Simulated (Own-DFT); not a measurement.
# Strain and stress in wurtzite GaN, 72 atoms (Ga36N36)

These are calculations, not measurements. The program, named Own-DFT, is a retired in-house plane-wave density functional code that no person has reviewed. Each row is one single-point run on a periodic cell that was not relaxed, without spin or spin-orbit coupling.

Settings of every run: PBE; PseudoDojo norm-conserving scalar-relativistic files; cutoff 42 hartree; 4 x 4 x 3 k mesh centred on Gamma; Fermi-Dirac smearing of 0.1 eV.

Known limits: forces not confirmed at this smearing and k mesh; stress not checked against mesh or cutoff.

Unstrained cell vectors in Å: (9.567, 0.000, 0.000); (-4.784, 8.285, 0.000); (0.000, 0.000, 10.370). The unstrained cell has measured lattice constants (interpolated for alloys), not those of this functional. That, the random moves and any unrelaxed bonds set the pressure at no strain. Each run strains this cell uniformly, with the atoms carried along. Every atom was also moved at random, by a Gaussian of width 0.05 Å on each axis. Strain is the symmetric tensor, in per cent. Stress is positive in tension, and the pressure is minus a third of its trace.

| run | e_xx (%) | e_yy (%) | e_zz (%) | s_xx (GPa) | s_yy (GPa) | s_zz (GPa) | P (GPa) | E (meV/atom) |
|---|---|---|---|---|---|---|---|---|
| 1 | -1.00 | -1.00 | 0.00 | -13.23 | -13.81 | -9.98 | 12.34 | 43.7 |
| 2 | 2.75 | 2.75 | 0.00 | 6.17 | 5.74 | -5.52 | -2.13 | 6.7 |
| 3 | -3.00 | -3.00 | 0.00 | -23.76 | -27.60 | -14.10 | 21.82 | 89.2 |
| 4 | 2.25 | 2.25 | 0.00 | 2.42 | 3.43 | -4.52 | -0.44 | 10.5 |
| 5 | -2.50 | -2.50 | 0.00 | -21.22 | -22.43 | -12.20 | 18.62 | 57.5 |
| 6 | -2.75 | -2.75 | 0.00 | -24.26 | -28.65 | -11.61 | 21.51 | 102.8 |
| 7 | 1.75 | 1.75 | 0.00 | 2.58 | 0.20 | -5.34 | 0.86 | 0.0 |
| 8 | -0.25 | -0.25 | 0.00 | -9.63 | -9.48 | -7.81 | 8.97 | 27.1 |
| 9 | -0.50 | -0.50 | 0.00 | ? | ? | ? | ? | ? |

E is the free energy for each atom above the lowest run shown.

## Worked fit

The change of volume is close to e_xx + e_yy + e_zz. A straight line through the runs shown gives P = 8.84 - 211 x (fractional change of volume) GPa, with an error of 7 on the slope and a scatter of 0.87 GPa. The strain isn't the same on all axes and the cell isn't cubic, so the slope belongs to this path and is not the bulk modulus.

## Withheld run

Question: what pressure should run 9 give? Its volume changes by -1.00 %.

The line gives 11.0 GPa. The calculation gave 9.48 GPa.
